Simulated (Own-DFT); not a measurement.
# Point defects and the pressure they add: zincblende GaAs

Everything here is calculated. The program is Own-DFT (plane waves, in-house, since retired, never reviewed by a person); positions were held fixed, and spin and spin-orbit coupling were off.

Settings: PBE; PseudoDojo norm-conserving scalar-relativistic files; cutoff 42 hartree; 3 x 3 x 3 k mesh centred on Gamma; Fermi-Dirac smearing of 0.1 eV.

Caveats (not all hold for every row): not probed for a lower state with spin; forces not confirmed at this smearing and k mesh; stress not checked against mesh or cutoff.

All runs share one cell, with vectors in Å (11.737, 0.000, 0.000); (0.000, 11.737, 0.000); (0.000, 0.000, 10.833) and a volume of 1492.4 Å³, strained against the parent crystal. u is the rms random offset of the atoms per axis. The defect's site can differ from row to row.

| cell | formula | u (Å) | P (GPa) |
|---|---|---|---|
| no defect | As32Ga32 | 0.0274 | 1.22 |
| no defect | As32Ga32 | 0.0336 | 1.30 |
| no defect | As32Ga32 | 0.0476 | 1.57 |
| one Al on a Ga site | AlAs32Ga31 | 0.0320 | 1.26 |
| one Al on a Ga site | AlAs32Ga31 | 0.0322 | 1.24 |
| one Al on a Ga site | AlAs32Ga31 | 0.0512 | 1.60 |
| one In on a Ga site | As32Ga31In | 0.0483 | 2.14 |
| one In on a Ga site | As32Ga31In | 0.0487 | 2.02 |
| one In on a Ga site | As32Ga31In | 0.0510 | 2.19 |
| one As vacancy and one Ga vacancy | As31Ga31 | 0.0281 | 0.97 |
| one As vacancy and one Ga vacancy | As31Ga31 | 0.0304 | 0.91 |
| one As vacancy and one Ga vacancy | As31Ga31 | 0.0469 | ? |
| one As vacancy and one Ga vacancy | As31Ga31 | 0.0517 | 1.24 |
| one P on an As site | As31Ga32P | 0.0283 | 0.99 |
| one P on an As site | As31Ga32P | 0.0305 | 1.03 |
| one P on an As site | As31Ga32P | 0.0310 | 1.05 |

## What the rows give

P = P0 + c u² + a shift for each defect gives P0 = 1.09 GPa, c = 200 ± 20 GPa/Å² and a scatter of 0.05 GPa. The shifts, and each times the cell's volume:

- one In on a Ga site: 0.54 ± 0.04 GPa, 5.1 eV
- one Al on a Ga site: -0.03 ± 0.04 GPa, -0.3 eV (not resolved)
- one P on an As site: -0.25 ± 0.04 GPa, -2.3 eV
- one As vacancy and one Ga vacancy: -0.34 ± 0.04 GPa, -3.2 eV

Against the defect-free cell, a freed cell would be larger where the shift is positive and smaller where it is negative (160.2 GPa Å³ is 1 eV). The atoms around the defects weren't relaxed, which would change these numbers.

## Withheld run

Asked: what pressure belongs in the blank (one As vacancy and one Ga vacancy, u = 0.0469 Å)?

From the fit: 1.19 ± 0.05 GPa. The calculation gave 1.10 GPa.
